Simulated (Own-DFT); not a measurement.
# Point defects and the pressure they add: monoclinic HfO2

No measurement is shown. These are fixed-geometry runs of a retired plane-wave code named Own-DFT, which no person has reviewed; spin and spin-orbit coupling are neglected.

Settings: PBE; PseudoDojo norm-conserving scalar-relativistic files; cutoff 72 hartree; 2 x 2 x 2 k mesh centred on Gamma; Fermi-Dirac smearing of 0.1 eV.

Known weak points (not all hold for every row): not probed for a lower state with spin; hafnium file: forces about 75 meV/angstrom off all-electron values; oxygen file: force components 24 meV/angstrom off all-electron in a glass; forces on such cells passed a denser k mesh, each cell not checked; stress not checked against mesh or cutoff.

All runs share one cell, with vectors in Å (10.234, 0.000, 0.000); (0.000, 10.350, 0.000); (-1.696, 0.000, 10.445) and a volume of 1106.4 Å³. u is the rms random offset of the atoms per axis. The defect's site can differ from row to row.

```
cell,formula,u (Å),P (GPa)
no defect,Hf32O64,0.0185,3.77
no defect,Hf32O64,0.0489,6.00
no defect,Hf32O64,0.0516,6.01
two O vacancies,Hf32O62,0.0297,3.81
two O vacancies,Hf32O62,0.0515,4.67
two O vacancies,Hf32O62,0.0544,5.21
one Si on a Hf site,Hf31O64Si,0.0293,?
one Si on a Hf site,Hf31O64Si,0.0296,3.12
one Si on a Hf site,Hf31O64Si,0.0467,3.84
one Si on a Hf site,Hf31O64Si,0.0488,4.13
```

## What the rows give

P = P0 + c u² + a shift for each defect gives P0 = 3.82 GPa, c = 797 ± 105 GPa/Å² and a scatter of 0.28 GPa. The shifts, and each times the cell's volume:

- two O vacancies: -0.98 ± 0.23 GPa, -6.8 eV (-3.4 eV for each of its 2 sites)
- one Si on a Hf site: -1.57 ± 0.23 GPa, -10.9 eV

A positive shift means that the defect pushes the cell outwards. Shift times volume (160.2 GPa Å³ is 1 eV) depends little on the cell's size, so, taken for each site, it can be compared between cells at like pressure. The atoms around the defects weren't relaxed, which would change these numbers.

## Check

Question: what pressure belongs in the blank (one Si on a Hf site, u = 0.0293 Å)?

The fitted form gives 2.94 ± 0.34 GPa. The run itself gave 2.81 GPa.
